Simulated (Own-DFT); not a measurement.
# An alloy series: diamond-structure SiGe

All numbers below are calculated, not measured. They come from Own-DFT, an in-house plane-wave density functional program, since retired, whose code no person has reviewed. Each row is one single-point run on a periodic cell that was not relaxed, without spin or spin-orbit coupling.

Settings of every run: PBE; PseudoDojo norm-conserving scalar-relativistic files; cutoff 42 hartree; 5 x 5 x 5 k mesh centred on Gamma; Fermi-Dirac smearing of 0.1 eV.

Known limits, some of them of some rows only: forces on such cells failed a check on a denser k mesh; forces on such cells moved up to 12 meV/angstrom on a denser k mesh; forces on such cells passed a denser k mesh, each cell not checked; stress not checked against mesh or cutoff.

Each cell has 16 atoms, with Ge and Si placed at random on their shared sites; x is the share of Ge. Lattice constants follow the straight line between measured values of the end members, and atoms start on the ideal sites of that lattice. Every atom was also moved at random, by a Gaussian of width 0.03 Å on each axis. u is the rms move along one axis. dE is the free energy for each Ge or Si site above the straight-line part, a + b x, of the fit below.

```
    x     cell   u (Å)  volume (Å³/atom)  P (GPa)  dE (meV/site)
0.125  Ge2Si14  0.0330            20.340     2.26            9.4
0.125  Ge2Si14  0.0282            20.340     2.20            2.1
0.125  Ge2Si14  0.0278            20.340     2.26            5.0
0.125  Ge2Si14  0.0289            20.340     2.19            4.4
0.250  Ge4Si12  0.0326            20.659     2.42           19.0
0.250  Ge4Si12  0.0314            20.659     2.46           19.2
0.250  Ge4Si12  0.0300            20.659     2.30            8.6
0.250  Ge4Si12  0.0270            20.659     2.34            5.4
0.500   Ge8Si8  0.0290            21.306        ?              ?
0.750  Ge12Si4  0.0281            21.966     3.24           10.5
0.750  Ge12Si4  0.0283            21.966     3.25            7.7
0.750  Ge12Si4  0.0324            21.966     3.34           15.4
0.750  Ge12Si4  0.0311            21.966     3.30            8.1
0.875  Ge14Si2  0.0321            22.302     3.67            9.3
0.875  Ge14Si2  0.0318            22.302     3.74           11.2
0.875  Ge14Si2  0.0311            22.302     3.69            8.6
0.875  Ge14Si2  0.0271            22.302     3.62            4.2
```

## Worked fit

Fit E = a + b x + W x (1 - x) + k (u² - 0.03²) to the rows shown. It gives W = 61 ± 19 meV/site and k = 27 ± 6 eV/Å², with a scatter of 2.9 meV/site. Part of W is bond strain that relaxing the atoms would remove. The pressures follow P = 2.18 + 0.31 x + 1.58 x² GPa, with a scatter of 0.06.

## Withheld member

Question: what pressure and dE should the cell at x = 0.500 give?

The fits give 2.7 GPa and 14 meV/site. The calculation gave 2.90 GPa and 23.5 meV/site. This run lies off the fit, by chance or by something that the fit leaves out.
